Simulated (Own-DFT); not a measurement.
GaN (wurtzite, strained, atoms displaced) (calculated)

Computed with Own-DFT development build. A calculation, not a measurement: plane-wave PBE density functional theory by an unreviewed code, no spin, of a simulated periodic cell, stress positive in tension, free energy of the whole cell less one offset for each atom, forces on such cells passed a denser k mesh, this cell's mesh not checked; offsets are fitted by least squares, one for each functional and potential file, so energies compare only between cells with the same atoms and settings and are not formation energies; the far tail of each file's local potential was reset to the Coulomb form; each entry is a single point on an unrelaxed cell, so the pressure reflects the starting lattice, mostly measured values (interpolated for alloys), from which strain is counted, and rises with the displacements; printed positions are rounded, which can move forces by about a meV/angstrom; the program, named Own-DFT, is a retired in-house code; no spin-orbit coupling.

Common to all runs: functional PBE; potential files PseudoDojo norm-conserving, scalar-relativistic, standard set with the stringent files for Ga; wave cutoff 96 hartree; occupations Gaussian; smearing width 0.01 eV; k mesh 3 x 4 x 3 centred on Gamma.

(1) GaN (wurtzite, strained, atoms displaced)

```
GaN
1.0
     12.7560     0.0000     0.0000
     -4.7835     8.2853     0.0000
      0.0000     0.0000    10.5515
Ga N Ga N Ga N Ga N Ga N Ga N Ga N Ga N Ga N Ga N Ga N Ga N Ga N Ga N Ga N Ga N Ga N Ga N Ga N Ga N Ga N Ga N Ga N Ga N
2 2 2 2 2 2 2 2 2 2 2 2 2 2 2 2 2 2 2 2 2 2 2 2 2 2 2 2 2 2 2 2 2 2 2 2 2 2 2 2 2 2 2 2 2 2 2 2
Direct
  0.08725 0.22521 0.99868
  0.16444 0.11016 0.25375
  0.08666 0.22761 0.19297
  0.16883 0.10960 0.44119
  0.07882 0.22186 0.50287
  0.17004 0.10894 0.76092
  0.08471 0.22206 0.69313
  0.16360 0.11254 0.94129
  0.07921 0.55677 0.98998
  0.17189 0.45077 0.24768
  0.07897 0.55254 0.19838
  0.16164 0.43884 0.44393
  0.08033 0.55690 0.50337
  0.16523 0.43870 0.74596
  0.08202 0.55217 0.68219
  0.17358 0.43833 0.93699
  0.08519 0.88977 0.99811
  0.16627 0.77800 0.24655
  0.08796 0.89275 0.18863
  0.17267 0.79069 0.42574
  0.08333 0.89293 0.49746
  0.16821 0.78311 0.74872
  0.07898 0.88903 0.68552
  0.16757 0.77627 0.94313
  0.32815 0.22685 0.99977
  0.42117 0.11204 0.25516
  0.33145 0.22839 0.18670
  0.41622 0.11944 0.43262
  0.33571 0.21821 0.49702
  0.41422 0.10307 0.74137
  0.32673 0.22016 0.69078
  0.41679 0.12173 0.94136
  0.32618 0.54649 0.99468
  0.41934 0.44323 0.25923
  0.32919 0.55456 0.19156
  0.41111 0.43490 0.44048
  0.33039 0.55042 0.50159
  0.42484 0.44211 0.75052
  0.33745 0.56611 0.69465
  0.41085 0.44019 0.93784
  0.33604 0.89269 0.99578
  0.41684 0.77861 0.24849
  0.32864 0.88763 0.19368
  0.42644 0.78499 0.42781
  0.33082 0.88635 0.49797
  0.41803 0.77272 0.74413
  0.32918 0.89746 0.68801
  0.42280 0.77950 0.93974
  0.59023 0.22482 0.00016
  0.66140 0.10107 0.24773
  0.58618 0.21747 0.19374
  0.66426 0.10359 0.43969
  0.58580 0.21576 0.49821
  0.66329 0.10969 0.74678
  0.58523 0.23203 0.68948
  0.66471 0.11331 0.93922
  0.58301 0.56117 0.99875
  0.68080 0.45697 0.24672
  0.58535 0.55745 0.18701
  0.66639 0.44762 0.43110
  0.58337 0.56043 0.50563
  0.66824 0.43745 0.75157
  0.59065 0.56442 0.68637
  0.65991 0.44464 0.94167
  0.58065 0.89672 0.99737
  0.66575 0.76895 0.24793
  0.58644 0.88902 0.18931
  0.66835 0.77307 0.44270
  0.58234 0.88868 0.50136
  0.66355 0.78159 0.75155
  0.58484 0.90184 0.68831
  0.66916 0.77542 0.93972
  0.83612 0.22649 0.99759
  0.91230 0.10866 0.24752
  0.82645 0.21992 0.19014
  0.92395 0.11495 0.44399
  0.82531 0.22522 0.50653
  0.91669 0.10210 0.74589
  0.83615 0.22180 0.69372
  0.91971 0.10677 0.93616
  0.82996 0.54383 0.99633
  0.91630 0.44369 0.24704
  0.82951 0.55515 0.18455
  0.91394 0.44532 0.43406
  0.82684 0.56388 0.49589
  0.91915 0.44025 0.75992
  0.83527 0.55957 0.68303
  0.91708 0.44233 0.93373
  0.83882 0.89093 0.99745
  0.92076 0.78031 0.24654
  0.83552 0.88381 0.18490
  0.92550 0.78761 0.44048
  0.83157 0.88236 0.50040
  0.91471 0.77851 0.74403
  0.82989 0.89176 0.68574
  0.92117 0.78749 0.93582
```

Results for GaN (wurtzite, strained, atoms displaced): free energy of cell above offsets -5.374 eV; pressure 3.8 GPa; stress xx -4.96 GPa; stress yy -7.11 GPa; stress zz 0.68 GPa; stress yz -0.8 GPa; stress xz 0.24 GPa; stress xy -1.68 GPa.

Force:
| element | x (eV/Å) | y (eV/Å) | z (eV/Å) |
| --- | --- | --- | --- |
| Ga | -1.015 | -0.657 | 1.273 |
| Ga | 0.448 | 0.667 | 0.105 |
| N | -0.751 | -0.615 | -0.898 |
| N | -0.657 | 0.767 | -0.306 |
| Ga | 1.933 | 0.037 | 0.478 |
| Ga | -1.261 | -0.101 | -1.338 |
| N | 0.249 | -0.699 | -0.429 |
| N | 0.873 | -0.711 | -0.096 |
| Ga | 1.952 | -0.357 | 1.967 |
| Ga | -1.301 | -1.027 | 1.267 |
| N | 0.537 | 0.391 | -2.183 |
| N | 0.356 | 1.337 | -0.491 |
| Ga | -0.066 | 0.142 | -1.761 |
| Ga | 0.25 | 0.757 | 0.333 |
| N | 0.071 | 0.69 | 1.892 |
| N | -3.434 | 0.381 | -1.115 |
| Ga | -0.347 | 0.14 | 0.798 |
| Ga | -0.157 | -0.252 | -0.086 |
| N | -0.704 | -0.404 | -0.75 |
| N | -0.376 | -1.386 | 2.222 |
| Ga | 1.397 | 0.26 | 0.556 |
| Ga | -0.987 | -0.949 | 0.116 |
| N | 0.913 | 0.227 | 0.424 |
| N | -0.063 | 0.317 | -1.328 |
| Ga | 1.152 | -0.535 | 0.972 |
| Ga | -1.102 | 0.207 | -1.81 |
| N | 0.729 | -0.595 | 0.456 |
| N | 2.07 | -1.245 | 1.48 |
| Ga | -1.735 | 0.081 | 1.186 |
| Ga | -0.515 | 2.924 | 1.996 |
| N | 1.658 | 0.472 | -0.717 |
| N | 0.757 | -1.03 | -0.858 |
| Ga | 1.896 | 2.122 | 1.617 |
| Ga | -0.515 | 0.095 | -1.38 |
| N | 1.729 | 0.687 | -0.911 |
| N | 0.437 | 1.593 | 0.629 |
| Ga | -0.18 | 0.415 | -0.165 |
| Ga | -1.104 | 0.086 | 0.137 |
| N | 0.404 | -2.577 | -1.487 |
| N | 0.99 | 1.123 | -0.532 |
| Ga | 0.297 | 0.482 | 1.066 |
| Ga | -0.102 | -0.118 | -0.902 |
| N | 1.357 | 0.588 | -1.352 |
| N | -1.396 | -1.038 | 2.055 |
| Ga | 0.41 | 0.475 | -0.681 |
| Ga | -0.782 | 2.279 | 1.542 |
| N | 1.524 | -2.351 | -1.138 |
| N | -1.661 | -0.703 | -0.942 |
| Ga | -2.285 | -0.14 | 1.054 |
| Ga | 0.382 | 0.818 | 0.775 |
| N | -0.583 | 1.094 | -0.846 |
| N | 0.118 | 0.515 | -0.331 |
| Ga | -1.254 | 1.292 | -0.303 |
| Ga | 0.486 | 1.764 | 1.056 |
| N | 0.117 | -2.186 | -1.117 |
| N | 1.214 | 0.331 | -1.028 |
| Ga | -0.709 | -0.76 | 0.674 |
| Ga | -3.209 | -2.494 | 0.853 |
| N | -0.098 | -1.028 | -0.083 |
| N | -0.358 | -0.453 | 0.78 |
| Ga | 0.104 | -1.355 | -0.962 |
| Ga | -0.301 | 2.409 | 0.349 |
| N | -0.29 | -0.895 | 0.782 |
| N | 1.546 | -0.08 | -0.804 |
| Ga | 1.885 | -0.84 | 1.078 |
| Ga | -0.043 | 1.299 | 0.451 |
| N | -0.173 | -1.034 | -0.714 |
| N | -0.812 | 0.735 | -0.945 |
| Ga | 0.92 | -0.441 | -0.174 |
| Ga | 0.668 | 0.207 | 0.385 |
| N | 0.094 | -2.017 | -0.531 |
| N | -0.848 | 1.284 | -0.61 |
| Ga | 0.395 | -1.852 | 0.664 |
| Ga | 0.774 | 0.43 | 0.749 |
| N | 0.899 | 0.164 | -0.941 |
| N | -2.787 | -1.353 | -1.026 |
| Ga | 1.94 | 0.261 | -0.598 |
| Ga | -0.077 | 1.319 | 0.729 |
| N | -0.835 | -0.1 | -0.185 |
| N | -0.878 | 1.192 | 0.03 |
| Ga | -1.113 | 2.054 | 0.22 |
| Ga | -0.494 | -0.428 | 0.961 |
| N | 2.926 | 1.243 | -1.16 |
| N | -0.528 | 0.163 | 0.634 |
| Ga | 1.76 | -0.558 | 0.234 |
| Ga | -0.604 | 0.553 | -3.334 |
| N | 0.096 | -0.937 | 0.842 |
| N | -0.355 | 0.084 | 1.293 |
| Ga | -0.819 | -0.37 | 0.517 |
| Ga | 0.254 | 0.108 | 0.393 |
| N | -0.714 | 0.519 | 0.335 |
| N | -1.483 | -1.327 | -1.191 |
| Ga | 0.155 | 1.561 | -0.173 |
| Ga | -0.149 | 0.008 | 0.782 |
| N | 0.212 | -1.202 | -0.016 |
| N | 0.678 | -1.951 | -0.458 |

(2) GaN (wurtzite, strained, atoms displaced)

```
GaN
1.0
     12.7560     0.0000     0.0000
     -4.7835     8.2853     0.0000
      0.0000     0.0000    10.5515
Ga N Ga N Ga N Ga N Ga N Ga N Ga N Ga N Ga N Ga N Ga N Ga N Ga N Ga N Ga N Ga N Ga N Ga N Ga N Ga N Ga N Ga N Ga N Ga N
2 2 2 2 2 2 2 2 2 2 2 2 2 2 2 2 2 2 2 2 2 2 2 2 2 2 2 2 2 2 2 2 2 2 2 2 2 2 2 2 2 2 2 2 2 2 2 2
Direct
  0.08837 0.23201 0.00531
  0.17219 0.11943 0.25310
  0.07421 0.21029 0.19235
  0.16926 0.11718 0.44083
  0.09281 0.22445 0.50710
  0.16268 0.11070 0.74780
  0.07668 0.22574 0.68244
  0.15781 0.10659 0.94572
  0.08494 0.55716 0.00094
  0.16512 0.44648 0.26171
  0.08269 0.55713 0.18986
  0.16972 0.45248 0.43551
  0.08184 0.55823 0.50398
  0.16398 0.44906 0.75435
  0.08114 0.54924 0.69377
  0.16502 0.43835 0.94420
  0.08066 0.88408 0.99365
  0.16171 0.77012 0.24659
  0.08548 0.88268 0.19093
  0.16867 0.77763 0.43858
  0.08232 0.87889 0.50315
  0.16312 0.77686 0.75078
  0.08613 0.88480 0.69195
  0.16538 0.78510 0.94245
  0.33420 0.22985 0.00416
  0.42439 0.10982 0.24979
  0.33379 0.23536 0.18562
  0.41263 0.10270 0.44021
  0.33288 0.22249 0.50134
  0.41710 0.10235 0.74429
  0.33716 0.22723 0.68262
  0.41898 0.11244 0.94107
  0.33657 0.55829 0.00058
  0.42214 0.44809 0.25072
  0.32994 0.56284 0.18473
  0.41878 0.44949 0.43574
  0.33384 0.55965 0.49793
  0.41691 0.45161 0.74651
  0.33494 0.56002 0.68268
  0.41407 0.44242 0.93541
  0.33311 0.89288 0.99792
  0.41125 0.77790 0.26011
  0.32986 0.88967 0.18789
  0.43016 0.77986 0.44208
  0.33702 0.89217 0.50453
  0.42068 0.78376 0.73767
  0.33735 0.88731 0.68898
  0.41972 0.77376 0.94424
  0.57383 0.22612 0.00868
  0.66716 0.10656 0.24649
  0.58073 0.21839 0.18485
  0.66643 0.10571 0.43636
  0.57660 0.21627 0.50586
  0.66529 0.11188 0.75417
  0.58051 0.22338 0.68395
  0.67466 0.11164 0.93543
  0.58287 0.56043 0.00151
  0.66994 0.44957 0.25152
  0.58618 0.56104 0.18504
  0.66872 0.44795 0.43947
  0.58492 0.55426 0.49801
  0.66121 0.43921 0.75074
  0.58737 0.56912 0.67634
  0.67240 0.43675 0.93252
  0.58208 0.88151 0.99933
  0.66839 0.77091 0.25523
  0.57475 0.88371 0.18559
  0.66653 0.78207 0.43915
  0.58410 0.88842 0.49551
  0.66513 0.77488 0.75595
  0.58425 0.88915 0.68825
  0.66637 0.78027 0.93958
  0.83118 0.21258 0.99835
  0.92152 0.11838 0.24617
  0.83651 0.21734 0.19084
  0.91409 0.11488 0.44570
  0.83385 0.22530 0.49695
  0.91563 0.10020 0.75508
  0.83955 0.23221 0.68550
  0.91728 0.10653 0.94100
  0.83079 0.55578 0.99994
  0.90675 0.44972 0.24484
  0.83361 0.56289 0.18866
  0.91130 0.44586 0.43658
  0.82895 0.54575 0.50307
  0.91926 0.43108 0.74896
  0.83600 0.56169 0.68978
  0.91296 0.44155 0.94317
  0.82845 0.88804 0.00581
  0.91391 0.77345 0.25758
  0.83487 0.88921 0.19106
  0.92211 0.77409 0.43948
  0.83189 0.88220 0.49982
  0.92228 0.78070 0.74145
  0.83682 0.89297 0.69329
  0.91886 0.77910 0.94318
```

Results for GaN (wurtzite, strained, atoms displaced): free energy of cell above offsets -5.192 eV; pressure 3.88 GPa; stress xx -5.43 GPa; stress yy -5.86 GPa; stress zz -0.35 GPa; stress yz -0.6 GPa; stress xz -0.28 GPa; stress xy -0.57 GPa.

Force:
| element | x (eV/Å) | y (eV/Å) | z (eV/Å) |
| --- | --- | --- | --- |
| Ga | -0.634 | -2.3 | 0.632 |
| Ga | -0.505 | -1.536 | -0.335 |
| N | 2.519 | 2.478 | -0.622 |
| N | 0.601 | -1.221 | -0.184 |
| Ga | -2.366 | 0.177 | -1.475 |
| Ga | 0.358 | 0.836 | 0.793 |
| N | 1.48 | -0.007 | 1.916 |
| N | 1.396 | 0.982 | -1.378 |
| Ga | -0.663 | -0.27 | 0.423 |
| Ga | -0.027 | -0.42 | -2.606 |
| N | -0.33 | -1.374 | -0.263 |
| N | -0.183 | -0.45 | 1.993 |
| Ga | -0.043 | -0.578 | -0.493 |
| Ga | 1.639 | -0.877 | 0.142 |
| N | -0.083 | 1.707 | -0.899 |
| N | -0.006 | 2.047 | -1.269 |
| Ga | -0.871 | 0.966 | 2.205 |
| Ga | 0.437 | 1.149 | 0.676 |
| N | -1.374 | 1.1 | -0.19 |
| N | 0.537 | -0.09 | 0.386 |
| Ga | 0.199 | 1.358 | -0.49 |
| Ga | 1.409 | -0.639 | 0.923 |
| N | -0.399 | 1.222 | -1.067 |
| N | 1.767 | -1.282 | -1.417 |
| Ga | -0.43 | -1.404 | -0.812 |
| Ga | -2.214 | -0.558 | 0.434 |
| N | 1.256 | -0.957 | 0.595 |
| N | 0.04 | 1.319 | -0.656 |
| Ga | 0.278 | 0.42 | -0.609 |
| Ga | -1.092 | 1.589 | 1.31 |
| N | -0.274 | -0.633 | 1.173 |
| N | -1.258 | -0.089 | -1.181 |
| Ga | -0.677 | -0.238 | 0.433 |
| Ga | -1.381 | 0.71 | -0.05 |
| N | 0.702 | -0.953 | 1.114 |
| N | 0.177 | -0.621 | 0.098 |
| Ga | 0.496 | -0.316 | 0.074 |
| Ga | 0.579 | -0.366 | -0.097 |
| N | -0.771 | -0.395 | 0.556 |
| N | 0.655 | 0.729 | -0.293 |
| Ga | 0.765 | -0.772 | 0.713 |
| Ga | 0.464 | 0.135 | -1.57 |
| N | 0.399 | 0.153 | 0.23 |
| N | -3.512 | -0.695 | -0.477 |
| Ga | -0.047 | -1.39 | -0.724 |
| Ga | 0.739 | -1.211 | 2.082 |
| N | -1.679 | -0.269 | -0.291 |
| N | -1.445 | 0.736 | -1.895 |
| Ga | 2.408 | -0.167 | -1.61 |
| Ga | 0.263 | -0.349 | 0.278 |
| N | 0.974 | 1.365 | 1.191 |
| N | -0.967 | 1.098 | -0.067 |
| Ga | 1.194 | 0.321 | -1.624 |
| Ga | 0.914 | 0.33 | -0.604 |
| N | 0.518 | -0.343 | 0.889 |
| N | -2.221 | -0.895 | 0.507 |
| Ga | 0.604 | -0.752 | -0.7 |
| Ga | -0.394 | -0.742 | 0.043 |
| N | 0.342 | -1.01 | 0.167 |
| N | -0.484 | -1.166 | -0.634 |
| Ga | -0.643 | 0.708 | -0.381 |
| Ga | 0.579 | 1.349 | -0.564 |
| N | 0.106 | -1.628 | 2.021 |
| N | -2.261 | 0.518 | 0.808 |
| Ga | -0.795 | 1.55 | 0.67 |
| Ga | -0.96 | 1.907 | -0.412 |
| N | 1.162 | 0.051 | 0.595 |
| N | 1.144 | -1.082 | -0.304 |
| Ga | 1.675 | 1.255 | 1.483 |
| Ga | 0.352 | 0.975 | -0.811 |
| N | 0.554 | 0.639 | -0.361 |
| N | 0.609 | -0.972 | -0.277 |
| Ga | 0.481 | 1.295 | 0.658 |
| Ga | -1.2 | -1.954 | 2.36 |
| N | -1.887 | 1.133 | -0.812 |
| N | 1.763 | -0.637 | -1.019 |
| Ga | -0.089 | -0.34 | 0.476 |
| Ga | -0.897 | 1.858 | -0.067 |
| N | -0.588 | -3.235 | -0.276 |
| N | 0.189 | 0.409 | -0.154 |
| Ga | 0.941 | 0.479 | -0.394 |
| Ga | 2.601 | -1.182 | 0.651 |
| N | -1.021 | -0.713 | -0.671 |
| N | 1.206 | 0.026 | -0.412 |
| Ga | 0.076 | 1.157 | 0.808 |
| Ga | -2.004 | 2.391 | 1.775 |
| N | 0.078 | -1.416 | -0.224 |
| N | 0.986 | 0.083 | -0.428 |
| Ga | 1.619 | -0.006 | -0.116 |
| Ga | 0.887 | 1.804 | -0.914 |
| N | -0.382 | -0.297 | 0.25 |
| N | -1.327 | -0.222 | 0.581 |
| Ga | 0.095 | 1.368 | 0.284 |
| Ga | -1.242 | -0.689 | 1.878 |
| N | -0.264 | -1.634 | -0.975 |
| N | -1.32 | -0.538 | -1.114 |
